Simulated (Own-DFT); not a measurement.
# Composition and what it changes: diamond-structure SiGe

All numbers below are calculated, not measured. They come from Own-DFT, an in-house plane-wave density functional program, since retired, whose code no person has reviewed. Each row is one single-point run on a periodic cell that was not relaxed, without spin or spin-orbit coupling.

Settings of every run: PBE; PseudoDojo norm-conserving scalar-relativistic files; cutoff 42 hartree; 5 x 5 x 5 k mesh centred on Gamma; Fermi-Dirac smearing of 0.1 eV.

Known limits, some of them of some rows only: forces on such cells failed a check on a denser k mesh; forces on such cells moved up to 12 meV/angstrom on a denser k mesh; forces on such cells passed a denser k mesh, each cell not checked; stress not checked against mesh or cutoff.

Each cell has 16 atoms, with Ge and Si placed at random on their shared sites; x is the share of Ge. Lattice constants follow the straight line between measured values of the end members, and atoms start on the ideal sites of that lattice. Every atom was also moved at random, by a Gaussian of width 0.03 Å on each axis. u is the rms move along one axis. dE is the free energy for each Ge or Si site above the straight-line part, a + b x, of the fit below.

| x | cell | u (Å) | volume (Å³/atom) | P (GPa) | dE (meV/site) |
|---|---|---|---|---|---|
| 0.125 | Ge2Si14 | 0.0290 | 20.340 | 2.24 | 10.1 |
| 0.125 | Ge2Si14 | 0.0271 | 20.340 | 2.17 | 5.8 |
| 0.125 | Ge2Si14 | 0.0358 | 20.340 | 2.25 | 13.9 |
| 0.125 | Ge2Si14 | 0.0289 | 20.340 | 2.22 | 10.1 |
| 0.250 | Ge4Si12 | 0.0265 | 20.659 | 2.27 | 11.4 |
| 0.250 | Ge4Si12 | 0.0305 | 20.659 | 2.40 | 19.7 |
| 0.250 | Ge4Si12 | 0.0332 | 20.659 | 2.37 | 19.5 |
| 0.250 | Ge4Si12 | 0.0314 | 20.659 | 2.40 | 22.7 |
| 0.500 | Ge8Si8 | 0.0307 | 21.306 | 2.75 | 19.7 |
| 0.500 | Ge8Si8 | 0.0287 | 21.306 | 2.77 | 21.0 |
| 0.500 | Ge8Si8 | 0.0241 | 21.306 | 2.75 | 22.2 |
| 0.500 | Ge8Si8 | 0.0306 | 21.306 | 2.78 | 23.7 |
| 0.750 | Ge12Si4 | 0.0277 | 21.966 | ? | ? |
| 0.875 | Ge14Si2 | 0.0286 | 22.302 | 3.64 | 14.7 |
| 0.875 | Ge14Si2 | 0.0288 | 22.302 | 3.61 | 8.2 |
| 0.875 | Ge14Si2 | 0.0306 | 22.302 | 3.60 | 9.1 |
| 0.875 | Ge14Si2 | 0.0258 | 22.302 | 3.54 | 4.1 |

## Worked fit

Fit E = a + b x + W x (1 - x) + k (u² - 0.03²) to the rows shown. It gives W = 92 ± 13 meV/site and k = 13 ± 5 eV/Å², with a scatter of 3.0 meV/site. Part of W is bond strain that relaxing the atoms would remove. The pressures follow P = 2.10 + 0.79 x + 1.05 x² GPa, with a scatter of 0.04.

## Withheld member

Question: what pressure and dE should the cell at x = 0.750 give?

The fits give 3.3 GPa and 16 meV/site. The calculation gave 3.28 GPa and 15.3 meV/site.
